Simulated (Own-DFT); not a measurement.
# Computed records: AlN (wurtzite, atoms displaced)

A calculation, not a measurement: plane-wave PBE density functional theory by an unreviewed code, no spin, of a simulated periodic cell, stress positive in tension, free energy of the whole cell less one offset for each atom, forces on such cells passed a denser k mesh, this cell's mesh not checked; offsets are fitted by least squares, one for each functional and potential file, so energies compare only between cells with the same atoms and settings and are not formation energies; the far tail of each file's local potential was reset to the Coulomb form; each entry is a single point on an unrelaxed cell, so the pressure reflects the starting lattice, mostly measured values (interpolated for alloys), from which strain is counted, and rises with the displacements; printed positions are rounded, which can move forces by about a meV/angstrom; the program, named Own-DFT, is a retired in-house code; no spin-orbit coupling. Program: Own-DFT development build.

Common to all runs: functional PBE; potential files PseudoDojo norm-conserving, scalar-relativistic, standard set; wave cutoff 42 hartree; occupations Fermi-Dirac; smearing width 0.1 eV; hardware one NVIDIA H100; k mesh 2 x 2 x 2 centred on Gamma.

(1) AlN (wurtzite, atoms displaced)

```xyz
128
Lattice="12.4480 0.0000 0.0000 -6.2240 10.7803 0.0000 0.0000 0.0000 9.9640" Properties=species:S:1:pos:R:3 AlN
Al    -0.1273     1.7357     0.0240
Al     1.6273     0.9873     2.4066
N     -0.0225     1.6983     2.0057
N      1.5206     0.8551     4.4643
Al    -0.1349     1.7224     5.0835
Al     1.5550     0.9788     7.3401
N     -0.1800     1.9238     6.9438
N      1.4758     0.9781     9.5509
Al    -1.8412     4.5751     9.9230
Al     0.0396     3.4405     2.4166
N     -1.5072     4.7108     1.9301
N      0.0003     3.5666     4.3140
Al    -1.6609     4.5343     5.0784
Al    -0.1306     3.6646     7.3287
N     -1.5626     4.4295     6.8855
N      0.1312     3.5419     9.3387
Al    -3.0254     7.3294     0.0485
Al    -1.6426     6.1569     2.4046
N     -3.2853     7.1075     1.7915
N     -1.4198     6.4291     4.2739
Al    -3.0142     7.1664     4.9435
Al    -1.3924     6.3440     7.4138
N     -3.1569     7.2221     6.8851
N     -1.5622     6.2195     9.4640
Al    -4.6149     9.8384     9.8742
Al    -3.1183     9.0211     2.6349
N     -4.7999     9.9005     1.9532
N     -3.0622     8.8643     4.4041
Al    -4.8156     9.9040     4.8466
Al    -3.0372     8.8328     7.2444
N     -4.5983     9.7994     7.0287
N     -2.9987     9.2538     9.3220
Al     3.1767     1.7866     0.1371
Al     4.5327     0.9789     2.5363
N      3.1481     1.7481     1.8802
N      4.6077     0.6945     4.5682
Al     3.2549     1.7503     4.9941
Al     4.5691     1.0275     7.3982
N      3.1343     1.8616     6.9579
N      4.6113     0.8445     9.3509
Al     1.5044     4.3820     0.0881
Al     3.0063     3.6083     2.5688
N      1.5500     4.5622     1.8557
N      3.2363     3.4763     4.3185
Al     1.5511     4.5325     5.0424
Al     3.1191     3.5140     7.7490
N      1.4041     4.5004     6.9911
N      3.0777     3.4965     9.3449
Al     0.0153     7.0611     9.9631
Al     1.5483     6.4243     2.3869
N     -0.0787     7.3042     1.7155
N      1.6610     6.3199     4.3218
Al    -0.1370     7.2382     4.9342
Al     1.4310     6.3313     7.6572
N      0.0779     7.3198     6.9606
N      1.6247     6.1150     9.4104
Al    -1.4561     9.8423     9.8257
Al     0.1769     8.9148     2.4198
N     -1.5546     9.9246     2.0190
N     -0.0814     8.9841     4.2233
Al    -1.5710     9.7587     4.9374
Al     0.0906     8.9001     7.3022
N     -1.5638     9.9798     6.8996
N      0.0029     8.9428     9.2368
Al     6.2463     1.7141     0.0173
Al     7.7478     0.8518     2.3546
N      6.0885     1.9596     2.0617
N      7.5388     0.7613     4.5585
Al     6.1761     2.0881     4.9272
Al     7.7046     0.7830     7.4697
N      6.1286     1.7252     6.8087
N      7.7491     1.0337     9.3928
Al     4.6578     4.6084     9.8344
Al     6.3234     3.7168     2.5843
N      4.6420     4.6497     1.9657
N      6.2397     3.6078     4.3431
Al     4.7785     4.5700     4.9237
Al     6.2091     3.6511     7.3534
N      4.5581     4.5603     6.7503
N      6.2424     3.5260     9.3997
Al     3.2597     7.3073     9.8356
Al     4.6649     6.4315     2.4612
N      3.2460     7.2142     1.9238
N      4.4828     6.3122     4.4057
Al     2.9834     7.2230     4.8933
Al     4.5612     6.3175     7.4300
N      3.1463     7.1368     7.0273
N      4.6581     6.3085     9.3596
Al     1.5633     9.9862     9.8910
Al     3.1425     8.9254     2.2794
N      1.4388     9.8136     1.7310
N      3.1898     8.9366     4.3660
Al     1.6652     9.9356     5.0177
Al     3.0536     8.9237     7.5139
N      1.5329     9.9004     6.8154
N      3.1007     9.1738     9.5707
Al     9.2759     1.7812     0.1522
Al    10.9401     0.8075     2.4427
N      9.3339     1.6758     2.0760
N     10.9687     0.9306     4.4084
Al     9.1495     1.8345     4.9680
Al    10.8698     0.7794     7.5294
N      9.2287     1.7011     6.9695
N     10.9116     0.8931     9.3759
Al     7.6170     4.5837     0.0021
Al     9.4659     3.5026     2.5400
N      7.7386     4.6341     1.9098
N      9.3971     3.7303     4.4305
Al     7.7899     4.3742     5.0712
Al     9.3124     3.5986     7.4643
N      7.5704     4.3765     6.7867
N      9.3573     3.5309     9.4955
Al     6.2703     7.3044     9.9270
Al     7.7583     6.3327     2.4387
N      6.4460     7.3020     1.8146
N      7.7346     6.3080     4.6576
Al     6.3513     7.3072     5.1520
Al     7.6351     6.2475     7.3583
N      6.1128     7.1152     7.0167
N      7.8018     6.4342     9.2229
Al     4.5835     9.9366     0.1438
Al     6.2395     8.9395     2.4960
N      4.6185     9.7623     1.9477
N      6.3087     8.9183     4.3584
Al     4.7724    10.0866     4.9848
Al     6.1222     9.0307     7.4763
N      4.8049     9.9104     6.9283
N      6.1562     9.0324     9.4713
```

Results for AlN (wurtzite, atoms displaced): free energy of cell above offsets -26.944 eV; pressure 10.78 GPa; stress xx -10.54 GPa; stress yy -14.43 GPa; stress zz -7.36 GPa; stress yz -0.21 GPa; stress xz -0.79 GPa; stress xy -1.65 GPa; wall time 427.7 s.

Force:
```csv
element,x (eV/Å),y (eV/Å),z (eV/Å)
Al,3.177,2.267,-0.267
Al,-1.653,-3.041,1.261
N,-0.378,0.735,-1.968
N,0.217,1.999,-0.364
Al,4.138,3.472,-0.32
Al,-0.677,-1.033,2.197
N,1.088,-3.12,-0.967
N,1.333,-1.193,-1.451
Al,5.49,-0.731,2.325
Al,-0.389,3.702,0.982
N,-0.211,-13.88,-3.565
N,-0.627,0.335,1.619
Al,4.399,0.875,-2.227
Al,3.816,-2.259,4.169
N,-3.957,3.676,-0.364
N,-4.221,-0.486,0.133
Al,-1.07,0.51,-2.604
Al,-0.207,12.2,2.748
N,4.052,1.837,2.272
N,-5.014,-4.336,0.233
Al,-1.719,-0.788,0.637
Al,-3.295,-0.589,1.896
N,1.613,-6.139,-1.563
N,0.064,2.834,-2.94
Al,-0.984,2.211,1.025
Al,-0.056,0.017,-3.581
N,2.765,0.776,-0.154
N,-1.98,1.203,1.068
Al,4.384,-0.248,2.336
Al,0.182,6.758,3.357
N,-2.33,1.255,-2.073
N,-2.108,-5.034,-0.659
Al,-1.154,-1.006,-3.622
Al,3.733,-3.135,1.941
N,-1.97,3.172,1.562
N,0.928,4.083,-2.848
Al,-2.753,0.341,0.952
Al,2.16,-3.386,1.657
N,-2.64,0.861,-1.838
N,1.92,1.687,0.242
Al,1.323,0.3,-1.81
Al,2.225,1.195,-2.072
N,-0.446,-1.086,2.113
N,-0.786,1.017,2.294
Al,0.488,-0.859,-0.491
Al,-0.95,1.697,-9.207
N,2.08,1.386,-1.677
N,1.197,1.468,7.762
Al,0.676,1.138,-2.027
Al,0.12,-1.572,0.286
N,0.819,-2.549,3.072
N,-4.733,-1.374,-0.45
Al,6.19,2.118,0.575
Al,2.872,-2.125,-2.151
N,-1.144,-6.579,-3.42
N,-0.111,2.966,1.443
Al,0.256,1.58,2.183
Al,-5.68,0.949,1.156
N,0.279,-0.35,-1.515
N,2.619,-1.063,2.689
Al,0.763,1.024,1.129
Al,-2.752,7.803,3.065
N,0.886,-2.786,-1.284
N,2.237,-0.559,0.072
Al,-3.859,2.159,0.797
Al,-3.098,-0.693,2.66
N,2.25,-1.974,-1.62
N,2.182,5.295,-3.176
Al,-1.275,-10.02,2.361
Al,-1.191,2.919,-0.331
N,1.658,2.643,0.554
N,1.543,-2.499,-0.106
Al,-0.106,-2.999,2.953
Al,-2.793,0.415,-3.281
N,0.475,-1.578,-1.083
N,1.331,4.854,0.392
Al,-3.029,0.421,-0.639
Al,-5.41,-3.897,3.289
N,0.86,-1.316,2.598
N,-1.117,1.27,-1.399
Al,-2.547,-1.425,1.813
Al,2.901,-2.372,1.826
N,-3.744,0.441,-3.106
N,3.292,0.631,-0.325
Al,3.303,0.657,2.064
Al,2.442,-2.65,0.779
N,-4.848,2.875,-1.195
N,1.455,1.377,-0.868
Al,-2.898,-1.017,-0.378
Al,-2.593,0.997,2.973
N,4.26,2.795,0.651
N,-0.48,2.974,-0.084
Al,-0.801,-3.564,-1.705
Al,1.042,1.23,-0.472
N,1.865,-1.945,1.718
N,-0.185,-2.702,-3.363
Al,1.357,0.336,-1.943
Al,-0.18,-0.89,2.134
N,0.516,1.354,-1.283
N,-4.37,0.534,-2.09
Al,1.236,-1.565,0.936
Al,-0.488,3.273,0.194
N,1.143,1.254,-1.257
N,-3.287,-0.799,1.488
Al,1.639,0.431,0.083
Al,-0.781,2.79,-0.685
N,1.7,-2.758,-0.08
N,-2.684,-3.081,-0.841
Al,-0.387,3.095,-3.048
Al,-1.133,-1.742,1.25
N,6.354,2.648,1.742
N,-3.813,-0.726,-1.843
Al,0.118,-1.51,-0.356
Al,-0.326,-0.551,2.516
N,-4.126,-1.102,0.282
N,2.002,-1.716,-2.164
Al,-3.213,-1.54,-0.559
Al,2.189,0.297,0.799
N,0.38,2.633,-1.578
N,0.154,-1.713,1.103
Al,3.555,0.438,-1.532
Al,-0.146,0.716,-0.143
N,1.991,2.606,0.257
N,-3.143,0.684,0.196
Al,-1.289,-5.37,0.345
Al,4.863,-2.484,2.637
N,-4.691,0.132,-2.327
N,-0.525,0.883,-1.499
```

(2) AlN (wurtzite, atoms displaced)

```xyz
128
Lattice="12.4480 0.0000 0.0000 -6.2240 10.7803 0.0000 0.0000 0.0000 9.9640" Properties=species:S:1:pos:R:3 AlN
Al     0.1218     1.7781     9.9622
Al     1.5601     1.0854     2.6758
N     -0.1720     1.9582     1.9984
N      1.3417     0.6960     4.3367
Al    -0.0076     1.8081     5.1015
Al     1.5281     0.8673     7.5388
N     -0.2392     1.8116     6.8826
N      1.5956     0.9386     9.3825
Al    -1.5529     4.4407     9.8798
Al    -0.1593     3.4772     2.4166
N     -1.5112     4.2597     1.8647
N      0.0216     3.6055     4.5167
Al    -1.5304     4.2999     4.8441
Al     0.0512     3.5191     7.4996
N     -1.5988     4.5802     6.9264
N      0.0622     3.4676     9.3753
Al    -3.0846     7.2740     0.0042
Al    -1.5324     6.4062     2.5337
N     -3.0025     7.2051     1.9099
N     -1.7008     6.4154     4.3647
Al    -3.1504     7.2101     5.0244
Al    -1.4159     6.1673     7.5207
N     -3.2126     7.1288     6.7121
N     -1.3577     6.4717     9.2277
Al    -4.6563     9.9272     9.8977
Al    -3.2378     9.0150     2.4550
N     -4.8011     9.8845     1.9146
N     -3.2720     8.9899     4.1821
Al    -4.6899     9.8239     5.0631
Al    -3.2255     9.0247     7.6146
N     -4.5992     9.8885     6.9424
N     -3.1981     8.9750     9.3798
Al     3.1060     1.7422     0.0332
Al     4.6306     0.9561     2.3914
N      3.2810     1.7988     1.9454
N      4.5862     0.8097     4.3285
Al     2.9809     1.8707     5.0877
Al     4.5664     0.8340     7.5050
N      3.0015     1.7717     6.8911
N      4.6113     0.7604     9.3948
Al     1.5823     4.4203     0.0998
Al     3.0005     3.5160     2.7249
N      1.5950     4.3282     1.9182
N      3.1040     3.6401     4.2796
Al     1.5928     4.4524     5.0390
Al     2.9344     3.4676     7.3947
N      1.5893     4.4496     6.7674
N      3.0875     3.6026     9.3882
Al    -0.0390     7.3189     0.1458
Al     1.6388     6.5189     2.3023
N     -0.0801     7.1258     1.9345
N      1.3352     6.2377     4.5203
Al    -0.0856     7.2538     4.9083
Al     1.5333     6.2138     7.4174
N     -0.1420     7.3189     6.9255
N      1.5186     6.4396     9.4562
Al    -1.5548     9.7528     0.1315
Al     0.2109     9.0496     2.3905
N     -1.4023     9.8060     1.7607
N     -0.1135     8.9924     4.6110
Al    -1.4262     9.8038     4.9861
Al    -0.0256     9.0455     7.4274
N     -1.5867     9.9849     6.8305
N      0.1142     8.9831     9.2665
Al     6.3334     1.7288     0.2705
Al     7.8445     0.9690     2.6108
N      6.1409     1.8722     1.7898
N      7.7527     0.9185     4.4206
Al     6.1948     1.6133     5.0032
Al     7.9599     0.8316     7.3020
N      6.3776     1.7864     7.0218
N      7.6021     1.0447     9.3633
Al     4.6805     4.5297     9.8275
Al     6.2921     3.7808     2.6285
N      4.6612     4.5723     2.0760
N      6.1725     3.5336     4.3688
Al     4.5666     4.5156     5.0713
Al     6.2185     3.5499     7.4313
N      4.5820     4.5783     7.0182
N      6.3012     3.4628     9.5421
Al     3.0389     7.0246     9.9497
Al     4.7372     6.1404     2.5179
N      3.1261     7.2840     1.9255
N      4.7749     6.2202     4.3577
Al     3.0480     7.2495     5.0027
Al     4.7272     6.2267     7.6113
N      3.1869     7.1194     6.6701
N      4.6563     6.2407     9.3332
Al     1.6973     9.9616     0.1137
Al     3.1079     9.0317     2.3631
N      1.6254     9.7468     1.7473
N      3.1006     9.0559     4.4295
Al     1.6380     9.8383     4.9845
Al     3.0481     8.9990     7.4904
N      1.4424     9.8189     6.7193
N      3.0190     8.8030     9.2907
Al     9.4145     1.7665     0.0784
Al    11.1560     1.0448     2.5093
N      9.2938     1.9104     2.0008
N     10.8085     0.7872     4.4082
Al     9.1988     1.8233     4.8903
Al    10.8966     1.0275     7.3599
N      9.4661     1.8573     6.7562
N     10.7886     0.9972     9.3669
Al     7.9730     4.4029     9.8362
Al     9.3706     3.5892     2.6527
N      7.7052     4.5221     2.0276
N      9.3260     3.5627     4.3688
Al     7.7170     4.7182     4.9891
Al     9.2587     3.5977     7.4060
N      7.7790     4.3810     7.0059
N      9.3715     3.6527     9.1766
Al     6.2554     7.3260     0.0340
Al     7.7306     6.1055     2.4542
N      6.2002     7.2105     1.9177
N      7.7731     6.3359     4.4779
Al     6.1525     7.1553     4.9281
Al     7.8311     6.1854     7.5673
N      6.3878     7.2333     6.8551
N      7.9323     6.2862     9.5391
Al     4.7671     9.8462     0.0308
Al     6.3921     8.9900     2.5447
N      4.7707     9.8861     2.0774
N      6.1045     8.8610     4.3334
Al     4.7598     9.8486     4.9748
Al     6.1285     8.9586     7.4896
N      4.6882    10.0356     6.9056
N      6.1636     9.1366     9.2765
```

It finds free energy of cell above offsets -21.179 eV; pressure 13.02 GPa; stress xx -11.15 GPa; stress yy -11.94 GPa; stress zz -15.97 GPa; stress yz -0.27 GPa; stress xz 2.02 GPa; stress xy 0.55 GPa; wall time 406.7 s.

Force:
```csv
element,x (eV/Å),y (eV/Å),z (eV/Å)
Al,-3.234,-0.207,0.799
Al,0.342,-1.755,-4.096
N,10.39,-3.421,-6.385
N,0.991,3.369,3.6
Al,-1.952,-1.083,-2.154
Al,-1.292,-0.245,-0.942
N,8.98,2.634,-0.467
N,-0.585,-0.926,0.103
Al,0.902,1.099,0.228
Al,5.649,7.764,4.093
N,-4.281,4.682,-1.388
N,1.45,-2.407,-1.98
Al,-1.59,4.437,2.951
Al,-1.941,1.777,-0.594
N,0.99,-4.511,-1.765
N,0.035,2.116,-0.373
Al,1.837,-1.826,0.734
Al,-1.843,-2.378,1.009
N,-2.445,0.087,-1.287
N,2.335,-2.658,-0.471
Al,-0.568,1.365,-3.12
Al,-1.793,4.219,-2.328
N,0.91,0.872,6.264
N,-3.065,-2.273,4.21
Al,-1.021,-0.219,1.716
Al,2.045,-0.636,-1.572
N,4.369,3.815,-3.09
N,1.297,0.023,4.449
Al,0.011,-1.802,-0.835
Al,3.22,-2.444,-3.494
N,-2.911,1.216,-0.452
N,0.747,0.71,1.477
Al,2.38,1.369,0.113
Al,4.661,-3.471,2.153
N,-7.027,1.948,-0.844
N,0.007,1.089,0.78
Al,1.717,-2.413,-2.803
Al,2.494,1.42,1.238
N,0.172,-0.505,-0.16
N,-0.541,0.929,0.493
Al,-0.369,1.042,-0.717
Al,2.355,1.044,-11.05
N,-1.762,1.424,0.654
N,-0.442,-0.924,11.2
Al,-1.588,1.983,-3.573
Al,3.141,2.692,3.343
N,-1.496,-0.383,3.379
N,0.086,-1.029,-1.125
Al,1.155,-0.122,-3.314
Al,-2.907,-4.709,2.959
N,3.521,2.53,0.105
N,3.416,0.632,-2.009
Al,-1.177,-1.991,2.424
Al,-0.315,2.811,0.03
N,2.416,-2.449,-1.82
N,-1.917,-4.33,-1.2
Al,0.916,1.289,-7.203
Al,-5.317,-1.863,2.227
N,-0.927,0.926,6.647
N,8.05,-1.601,-5.354
Al,-8.659,4.231,0.844
Al,-1.17,-0.25,0.88
N,-0.946,-2.303,0.492
N,-0.939,1.209,2.68
Al,-2.853,1.119,-10.79
Al,-1.588,0.101,-2.33
N,0.73,-0.093,12.71
N,-0.594,-2.124,-0.507
Al,-1.599,2.652,0.864
Al,-1.894,0.839,2.196
N,-2.559,-1.122,-2.818
N,6.894,-3.89,-1.152
Al,1.203,-3.143,2.55
Al,-3.935,-3.271,-2.102
N,-0.936,-5.654,-3.157
N,0.305,0.291,3.66
Al,2.15,-0.008,-0.62
Al,-0.591,-0.535,2.125
N,0.24,-3.958,-1.815
N,-0.767,2.795,-2.066
Al,3.142,2.706,0.716
Al,-0.65,6.334,0.865
N,2.267,-0.942,-1.234
N,-3.024,-0.055,0.705
Al,-0.104,-0.884,-4.336
Al,-0.173,3.109,-4.236
N,-0.209,0.259,6.65
N,0.638,2.291,2.756
Al,-1.908,0.189,-7.847
Al,3.548,-0.013,2.866
N,0.842,3.067,5.065
N,0.865,-1.594,-1.872
Al,-2.139,0.528,-1.087
Al,0.502,-0.783,-1.912
N,2.92,1.463,3.034
N,1.911,2.139,1.836
Al,-3.899,2.133,0.14
Al,-10.97,-8.664,4.44
N,1.12,-2.028,-1.052
N,1.089,3.092,-0.536
Al,3.369,-0.536,1.029
Al,-4.818,-4.277,3.576
N,-3.018,-0.005,-0.04
N,3.941,-2.448,-0.412
Al,-4.589,1.169,2.418
Al,-1.229,1.346,-3.911
N,4.269,-3.979,-2.843
N,-0.914,1.096,2.719
Al,-0.004,-5.283,1.425
Al,3.254,-0.916,-0.934
N,-2.107,2.845,-2.335
N,2.331,-2.087,2.754
Al,0.101,-1.81,0.012
Al,1.227,7.413,1.36
N,0.855,-0.384,-0.502
N,-0.861,1.371,-2.845
Al,1.736,0.337,1.495
Al,0.481,1.698,-0.736
N,-2.281,-1.261,1.405
N,-2.451,-0.31,-1.838
Al,-3.757,1.922,1.186
Al,-5.049,-2.478,0.927
N,-0.589,1.072,-2.957
N,2.31,1.222,1.831
Al,-2.134,0.414,0.149
Al,0.795,0.596,-1.847
N,-0.612,-2.426,-0.302
N,2.802,-2.269,1.191
```
